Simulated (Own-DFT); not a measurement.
# Response to strain: wurtzite AlGaN with randomly placed atoms, 128 atoms (Al48Ga16N64)

These are calculations, not measurements. They come from Own-DFT, an in-house plane-wave density functional program, since retired, whose code no person has reviewed. Each row is one single-point run on a periodic cell that was not relaxed, without spin or spin-orbit coupling.

Settings of every run: PBE; PseudoDojo norm-conserving scalar-relativistic files (stringent for Ga); cutoff 96 hartree; 3 x 3 x 3 k mesh centred on Gamma; Gaussian smearing of 0.01 eV.

Known limits: k mesh not checked against a denser one; stress not checked against mesh or cutoff.

Unstrained cell vectors in Å: (12.525, 0.000, 0.000); (-6.263, 10.847, 0.000); (0.000, 0.000, 10.066). The unstrained cell has measured lattice constants (interpolated for alloys), not those of this functional. That, the random moves and any unrelaxed bonds set the pressure at no strain. Each run strains this cell uniformly, with the atoms carried along. Every atom was also moved at random, by a Gaussian of width 0.05 Å on each axis. The random placing of the alloy's atoms differs from row to row. Strain is the symmetric tensor, in per cent. Stress is positive in tension, and the pressure is minus a third of its trace.

| run | e_xx (%) | e_yy (%) | e_zz (%) | s_xx (GPa) | s_yy (GPa) | s_zz (GPa) | P (GPa) | E (meV/atom) |
|---|---|---|---|---|---|---|---|---|
| 1 | 3.00 | 3.00 | 0.00 | 8.42 | 8.82 | -1.94 | -5.10 | 4.2 |
| 2 | 2.50 | 2.50 | 0.00 | 7.60 | 6.08 | -3.62 | -3.35 | 5.7 |
| 3 | -2.25 | -2.25 | 0.00 | -21.69 | -19.31 | -11.59 | 17.53 | 61.4 |
| 4 | 0.25 | 0.25 | 0.00 | -4.93 | -4.44 | -5.44 | 4.94 | 0.0 |
| 5 | -0.75 | -0.75 | 0.00 | -10.64 | -12.73 | -6.71 | 10.03 | 29.8 |
| 6 | 2.00 | 2.00 | 0.00 | 3.87 | 3.63 | -3.18 | -1.44 | 12.7 |
| 7 | -2.00 | -2.00 | 0.00 | -17.30 | -20.38 | -9.52 | 15.73 | 41.6 |
| 8 | -1.25 | -1.25 | 0.00 | -14.98 | -13.45 | -8.79 | 12.41 | 37.9 |
| 9 | 1.25 | 1.25 | 0.00 | ? | ? | ? | ? | ? |

E is the free energy for each atom above the lowest run shown.

## Worked fit

The change of volume is close to e_xx + e_yy + e_zz. A straight line through the runs shown gives P = 7.22 - 212 x (fractional change of volume) GPa, with an error of 6 on the slope and a scatter of 0.68 GPa. The strain isn't the same on all axes and the cell isn't cubic, so the slope belongs to this path and is not the bulk modulus.

## Withheld run

Question: what pressure should run 9 give? Its volume changes by 2.52 %.

The line gives 1.9 GPa. The calculation gave 1.55 GPa.
